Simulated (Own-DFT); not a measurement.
GaN (wurtzite, strained, atoms displaced) (calculated)

Computed with Own-DFT development build. A calculation, not a measurement: plane-wave PBE density functional theory by an unreviewed code, no spin, of a simulated periodic cell, stress positive in tension, free energy of the whole cell less one offset for each atom, forces on such cells passed a denser k mesh, this cell's mesh not checked; offsets are fitted by least squares, one for each functional and potential file, so energies compare only between cells with the same atoms and settings and are not formation energies; the far tail of each file's local potential was reset to the Coulomb form; each entry is a single point on an unrelaxed cell, so the pressure reflects the starting lattice, mostly measured values (interpolated for alloys), from which strain is counted, and rises with the displacements; printed positions are rounded, which can move forces by about a meV/angstrom; the program, named Own-DFT, is a retired in-house code; no spin-orbit coupling.

Common to all runs: functional PBE; potential files PseudoDojo norm-conserving, scalar-relativistic, standard set with the stringent files for Ga; wave cutoff 96 hartree; occupations Gaussian; smearing width 0.01 eV; k mesh 3 x 4 x 3 centred on Gamma.

(1) GaN (wurtzite, strained, atoms displaced)

```
CELL_PARAMETERS angstrom
12.75600 0.00000 0.00000
-4.78350 8.28530 -0.04140
0.00000 -0.05180 10.37000
ATOMIC_POSITIONS crystal
Ga 0.09234 0.23056 0.01203
Ga 0.16658 0.11311 0.25170
N 0.08260 0.21833 0.18712
N 0.16500 0.10779 0.43257
Ga 0.08172 0.21336 0.49887
Ga 0.16428 0.10334 0.75262
N 0.08634 0.21815 0.68204
N 0.16516 0.10511 0.93491
Ga 0.08137 0.55529 0.99103
Ga 0.17110 0.45332 0.24768
N 0.08570 0.56113 0.19106
N 0.16444 0.45015 0.45050
Ga 0.08314 0.55319 0.50237
Ga 0.16927 0.44716 0.74615
N 0.08731 0.55471 0.69113
N 0.16979 0.44838 0.92943
Ga 0.08163 0.89053 0.00158
Ga 0.16880 0.78059 0.24949
N 0.08473 0.89281 0.19123
N 0.16217 0.77998 0.43631
Ga 0.08864 0.90021 0.50209
Ga 0.16594 0.78112 0.74919
N 0.08213 0.87917 0.69479
N 0.15824 0.77593 0.93295
Ga 0.33947 0.23486 0.00665
Ga 0.41920 0.12545 0.25734
N 0.32190 0.21378 0.18167
N 0.41152 0.11172 0.44147
Ga 0.33668 0.22031 0.49463
Ga 0.41677 0.10962 0.75760
N 0.33615 0.22449 0.68543
N 0.42507 0.12453 0.93705
Ga 0.33108 0.55573 0.00251
Ga 0.41220 0.44479 0.25082
N 0.33322 0.54760 0.19207
N 0.41414 0.44070 0.43336
Ga 0.33261 0.56133 0.49937
Ga 0.41412 0.43397 0.75159
N 0.33423 0.55696 0.69403
N 0.41349 0.43672 0.93705
Ga 0.33689 0.89822 0.00248
Ga 0.40738 0.76844 0.24646
N 0.33682 0.89368 0.19189
N 0.41512 0.76971 0.44205
Ga 0.34197 0.89721 0.49969
Ga 0.42402 0.78241 0.75139
N 0.32870 0.88658 0.68813
N 0.42100 0.77277 0.94845
Ga 0.58396 0.21918 0.99718
Ga 0.66917 0.11861 0.24315
N 0.57845 0.21335 0.18847
N 0.67260 0.11131 0.43854
Ga 0.58557 0.22776 0.50057
Ga 0.66451 0.10784 0.74547
N 0.58306 0.21948 0.68659
N 0.66252 0.11744 0.93998
Ga 0.58360 0.56094 0.00064
Ga 0.66901 0.44529 0.25835
N 0.57898 0.54534 0.18603
N 0.66669 0.44000 0.43558
Ga 0.57990 0.54875 0.49999
Ga 0.67630 0.44876 0.74862
N 0.59079 0.55901 0.68967
N 0.65829 0.44248 0.94216
Ga 0.58552 0.89113 0.99413
Ga 0.66300 0.77999 0.25038
N 0.59132 0.90723 0.18996
N 0.66593 0.78124 0.43806
Ga 0.57814 0.88632 0.49991
Ga 0.67081 0.77625 0.75250
N 0.58769 0.88752 0.69238
N 0.66476 0.77701 0.93686
Ga 0.84596 0.22930 0.00088
Ga 0.91134 0.11883 0.25099
N 0.83503 0.22824 0.19196
N 0.91487 0.10752 0.43817
Ga 0.83732 0.22983 0.50462
Ga 0.91337 0.11559 0.74011
N 0.82690 0.22402 0.68307
N 0.91821 0.11270 0.92553
Ga 0.83920 0.56960 0.99885
Ga 0.91684 0.44355 0.24998
N 0.83538 0.56118 0.19560
N 0.91607 0.43843 0.44027
Ga 0.83113 0.56305 0.48663
Ga 0.90915 0.44917 0.74706
N 0.83526 0.55735 0.69013
N 0.91617 0.43904 0.94162
Ga 0.84238 0.90677 0.99903
Ga 0.91683 0.77853 0.23602
N 0.83753 0.89875 0.18962
N 0.90975 0.77655 0.44890
Ga 0.83725 0.89279 0.49627
Ga 0.91619 0.77257 0.74620
N 0.84172 0.89096 0.69258
N 0.91240 0.77376 0.94130
```

```
free energy of cell above offsets : -4.651 eV
pressure                          : 7.07 GPa
stress xx                         : -6.18 GPa
stress yy                         : -8.34 GPa
stress zz                         : -6.68 GPa
stress yz                         : 0.06 GPa
stress xz                         : 0.14 GPa
stress xy                         : 1.28 GPa
```

Force:
```
element  x (eV/Å)  y (eV/Å)  z (eV/Å)
     Ga    -0.277    -0.512    -3.402
     Ga    -0.632     -0.81    -0.484
      N    -0.812     1.088     1.739
      N      0.45     1.022     0.801
     Ga    -0.342     1.231    -0.187
     Ga    -0.032     0.759    -0.596
      N    -0.597     0.144     0.836
      N      0.04      1.15     1.235
     Ga     0.713     0.431     0.751
     Ga    -1.098    -1.243     1.365
      N     0.083    -0.685    -1.081
      N     1.639    -1.472     -2.19
     Ga    -1.298      1.36     0.354
     Ga     0.182     -0.94    -0.445
      N    -1.675     0.029    -0.105
      N    -0.273    -0.535     1.908
     Ga     0.202    -0.008    -0.049
     Ga    -0.397     0.417     0.319
      N     0.064    -0.438    -0.612
      N      1.12     0.018     0.624
     Ga     -0.42    -2.082     0.214
     Ga     1.121    -1.323     0.006
      N    -0.995     1.376    -1.453
      N     1.416     0.525     1.231
     Ga    -0.171    -2.147    -1.765
     Ga     0.111    -1.256    -1.228
      N     1.488      1.17     2.031
      N      2.22     0.036    -0.722
     Ga    -2.226     0.884     1.515
     Ga    -0.169     0.344    -1.677
      N    -0.191    -1.484      -0.2
      N    -1.401     -1.65     0.976
     Ga     0.655    -0.501    -0.864
     Ga     1.867    -0.964    -0.239
      N    -1.097     1.064    -0.995
      N     -0.14     0.199      0.87
     Ga     0.353    -1.895     1.453
     Ga     0.045     1.688    -0.283
      N     1.019     0.248    -0.826
      N    -0.399     1.994     0.321
     Ga     -0.15    -0.562     -0.39
     Ga      1.47     1.906     0.421
      N    -0.543     0.111     -0.18
      N    -0.733     1.651    -1.273
     Ga    -1.383    -1.595     0.244
     Ga    -1.016    -0.812      0.49
      N     1.452     0.601     0.254
      N     -1.67     0.829    -1.059
     Ga    -0.608     1.789     1.161
     Ga    -0.125     0.051     1.708
      N    -0.347     1.807     0.119
      N    -1.416     0.069    -0.154
     Ga     0.803    -1.424     0.077
     Ga    -0.179     0.448     0.932
      N    -0.309     0.427     0.155
      N     2.845    -1.006    -0.993
     Ga    -0.019    -0.593    -0.215
     Ga    -0.573    -0.482    -2.737
      N     -0.24     0.987     0.876
      N    -0.798     0.427     1.179
     Ga    -0.091     1.298     0.152
     Ga    -1.857    -1.033     1.027
      N    -0.662    -1.024     -0.45
      N     1.908     0.606    -0.638
     Ga     0.334     0.895     1.242
     Ga     0.339     0.044    -0.293
      N    -0.414    -3.165    -0.808
      N     0.241    -0.938     0.268
     Ga     1.418     0.815    -0.017
     Ga     0.351     0.359    -0.531
      N    -0.312    -0.119    -0.663
      N     0.799     0.694     0.577
     Ga    -1.612    -1.374    -0.165
     Ga     1.608    -0.741     0.632
      N    -0.139     0.107    -1.344
      N     0.002     1.121    -0.038
     Ga    -0.196    -1.372    -1.247
     Ga     1.102     0.119     0.137
      N     0.862     0.312     1.442
      N     0.406     1.103     1.423
     Ga    -0.801    -3.285     0.877
     Ga     0.243      1.17     0.556
      N     0.083    -1.281    -0.916
      N    -0.667     1.615     -0.52
     Ga     1.582    -1.291     1.522
     Ga     2.864    -0.959      0.66
      N    -0.599     0.229    -1.553
      N    -1.059     1.413    -0.858
     Ga    -0.678    -1.712    -0.016
     Ga    -0.218     1.346     2.023
      N    -0.501    -0.609    -0.517
      N     1.954     1.089    -1.973
     Ga    -1.597    -0.414      1.01
     Ga    -0.064     1.051     0.811
      N    -1.378    -0.012    -0.809
      N     0.143     2.082    -0.764
```

(2) GaN (wurtzite, strained, atoms displaced)

```
CELL_PARAMETERS angstrom
12.75600 0.00000 0.00000
-4.78350 8.28530 -0.04140
0.00000 -0.05180 10.37000
ATOMIC_POSITIONS crystal
Ga 0.08198 0.22148 0.00380
Ga 0.16940 0.10819 0.24039
N 0.09077 0.22104 0.20402
N 0.17311 0.12599 0.43003
Ga 0.08169 0.21714 0.50128
Ga 0.16441 0.11329 0.73991
N 0.07823 0.22126 0.69157
N 0.15538 0.10895 0.93053
Ga 0.07938 0.55278 0.00662
Ga 0.16376 0.43657 0.24525
N 0.08070 0.56214 0.18551
N 0.16450 0.44967 0.44091
Ga 0.09116 0.56602 0.51038
Ga 0.16642 0.44328 0.74591
N 0.08143 0.55887 0.68402
N 0.16686 0.44831 0.94489
Ga 0.08743 0.89373 0.00154
Ga 0.16566 0.78042 0.24690
N 0.07707 0.88679 0.18700
N 0.17006 0.78107 0.42921
Ga 0.08527 0.89185 0.50984
Ga 0.16602 0.78595 0.74948
N 0.08356 0.88076 0.69550
N 0.16884 0.77783 0.93608
Ga 0.33603 0.22422 0.00364
Ga 0.41504 0.11207 0.25409
N 0.33400 0.21829 0.18692
N 0.41488 0.10872 0.43782
Ga 0.33425 0.21736 0.50547
Ga 0.41432 0.11526 0.74470
N 0.33370 0.21913 0.69358
N 0.41399 0.11424 0.93867
Ga 0.33234 0.55611 0.00896
Ga 0.41841 0.44596 0.23822
N 0.33606 0.55467 0.18490
N 0.42392 0.45036 0.43717
Ga 0.32984 0.56161 0.49420
Ga 0.40904 0.44657 0.75643
N 0.33366 0.56136 0.69237
N 0.41452 0.44667 0.94433
Ga 0.33037 0.88752 0.99566
Ga 0.41796 0.78024 0.24502
N 0.32996 0.88407 0.18958
N 0.41153 0.77287 0.43350
Ga 0.33080 0.88890 0.51105
Ga 0.41482 0.78242 0.74816
N 0.33592 0.88516 0.69457
N 0.42013 0.78414 0.94096
Ga 0.58641 0.22289 0.00242
Ga 0.66638 0.10906 0.25491
N 0.57856 0.22091 0.19815
N 0.66825 0.11125 0.43850
Ga 0.57923 0.22289 0.50194
Ga 0.65902 0.10036 0.73943
N 0.57922 0.22137 0.69080
N 0.66245 0.11372 0.93970
Ga 0.57730 0.54920 0.99531
Ga 0.66239 0.44457 0.24712
N 0.58401 0.55862 0.17961
N 0.65948 0.44400 0.43379
Ga 0.57975 0.56584 0.49944
Ga 0.66531 0.43786 0.74453
N 0.58054 0.55208 0.68413
N 0.66768 0.44348 0.94583
Ga 0.57897 0.88494 0.99189
Ga 0.66002 0.78266 0.24667
N 0.58705 0.89408 0.18934
N 0.67118 0.77597 0.43773
Ga 0.57814 0.88522 0.50139
Ga 0.66577 0.77890 0.75951
N 0.58354 0.89211 0.68662
N 0.66980 0.78033 0.93632
Ga 0.83221 0.23057 0.99904
Ga 0.91557 0.10781 0.24273
N 0.83881 0.22685 0.19089
N 0.91827 0.11398 0.44350
Ga 0.83217 0.22402 0.50311
Ga 0.91513 0.10618 0.74792
N 0.83113 0.22569 0.69296
N 0.91738 0.10420 0.94045
Ga 0.83378 0.55518 0.00907
Ga 0.91205 0.44653 0.25288
N 0.83195 0.56460 0.18130
N 0.92493 0.44126 0.44692
Ga 0.83042 0.55215 0.51170
Ga 0.92084 0.45495 0.75019
N 0.83877 0.56471 0.68549
N 0.91300 0.43897 0.93776
Ga 0.83632 0.88493 0.98985
Ga 0.91440 0.77988 0.25528
N 0.83099 0.88413 0.18531
N 0.91477 0.77864 0.43710
Ga 0.83145 0.89338 0.50116
Ga 0.91385 0.77959 0.75612
N 0.83520 0.88476 0.68415
N 0.91163 0.77355 0.94065
```

```
free energy of cell above offsets : -5.154 eV
pressure                          : 6.81 GPa
stress xx                         : -6.63 GPa
stress yy                         : -6.31 GPa
stress zz                         : -7.48 GPa
stress yz                         : -1.07 GPa
stress xz                         : -0.64 GPa
stress xy                         : 0.52 GPa
```

Force:
```
element  x (eV/Å)  y (eV/Å)  z (eV/Å)
     Ga    -0.179     0.342     0.033
     Ga     0.297    -0.395     1.469
      N    -1.797    -0.492    -2.456
      N     0.491    -1.595      1.53
     Ga    -0.281     1.246    -0.699
     Ga      0.09    -0.413     1.541
      N     0.852     0.224    -0.849
      N     1.865      0.32     0.663
     Ga     0.072     0.426    -1.459
     Ga    -0.533     2.113     1.339
      N     0.499    -1.168     1.222
      N     0.571    -0.734     -0.43
     Ga    -0.621    -0.399    -3.024
     Ga    -0.666     0.634     1.127
      N     0.955     0.369     2.601
      N     0.018    -0.513    -0.747
     Ga    -0.652    -0.529    -0.684
     Ga    -0.079    -0.045    -0.066
      N     0.839     0.177    -0.087
      N    -0.578     0.325     2.334
     Ga    -0.369     -0.21    -2.252
     Ga     2.056     -1.77     1.195
      N    -2.055     1.819    -1.139
      N    -1.019    -0.418     0.191
     Ga    -0.981    -0.609    -1.109
     Ga     0.277    -0.951    -0.503
      N    -0.176     0.495      0.03
      N     0.043    -0.489     1.126
     Ga    -0.585     1.625    -1.174
     Ga     1.066    -0.772     1.967
      N     -1.59     0.881    -0.803
      N     0.755     -0.33    -0.445
     Ga    -0.486      0.55    -2.172
     Ga     0.448    -0.285     1.899
      N    -0.883     0.201     1.637
      N    -2.132    -1.121    -0.652
     Ga     1.234     -1.59     0.378
     Ga     1.388     0.065    -0.657
      N    -0.238    -0.438    -0.812
      N    -0.483    -0.498    -0.782
     Ga     0.494     0.843      0.89
     Ga    -0.295    -0.042     0.322
      N     0.198     0.826    -0.749
      N     0.218     1.527     0.559
     Ga     0.314    -0.145    -2.185
     Ga     1.659    -0.954     1.337
      N    -1.982     1.289    -0.709
      N    -0.995    -1.368    -0.762
     Ga    -1.404    -0.113     0.508
     Ga    -0.028     1.005    -0.649
      N     1.014    -0.156    -1.174
      N    -0.776    -0.312     0.919
     Ga     0.588     0.462    -0.893
     Ga     0.473      2.81     1.913
      N     0.461    -0.625    -0.817
      N     1.208    -0.895    -0.814
     Ga     1.402     0.998     0.062
     Ga     0.313     0.567     0.285
      N    -0.365     0.097     0.689
      N      1.01     0.188     1.105
     Ga     1.503    -0.883     0.125
     Ga    -0.233     1.485     1.256
      N    -0.297     0.333     1.564
      N     -0.29     0.038    -1.446
     Ga     1.338      1.53     1.282
     Ga      2.39    -0.886     0.443
      N    -1.439    -0.135    -1.059
      N    -1.728     1.106    -0.497
     Ga     0.744     0.034     -1.09
     Ga      0.39    -0.639    -2.536
      N     0.011    -2.121    -0.005
      N    -0.799    -0.617      1.02
     Ga     0.547     -2.21     0.149
     Ga      0.32    -0.188     1.238
      N    -0.974    -0.232    -0.486
      N    -0.484    -0.426    -0.861
     Ga     0.755    -0.108     0.097
     Ga     -1.04     0.404     0.683
      N     0.222    -0.387     -0.08
      N    -1.102     1.168    -0.331
     Ga    -0.186     0.049    -2.657
     Ga     0.492     0.515     0.729
      N     0.432    -1.159     3.182
      N    -1.815     0.998    -0.913
     Ga     0.093      0.21    -3.573
     Ga    -0.341    -1.186     0.147
      N    -0.652    -0.956     2.275
      N      0.15     1.741    -0.218
     Ga    -1.216     0.599     2.146
     Ga     -0.26     0.008    -0.506
      N    -0.515     0.495    -0.176
      N     0.662    -0.071     1.394
     Ga      0.89      -0.2    -0.764
     Ga     0.536    -0.251    -0.238
      N    -1.038     0.357     1.117
      N     1.997    -0.465     -0.53
```
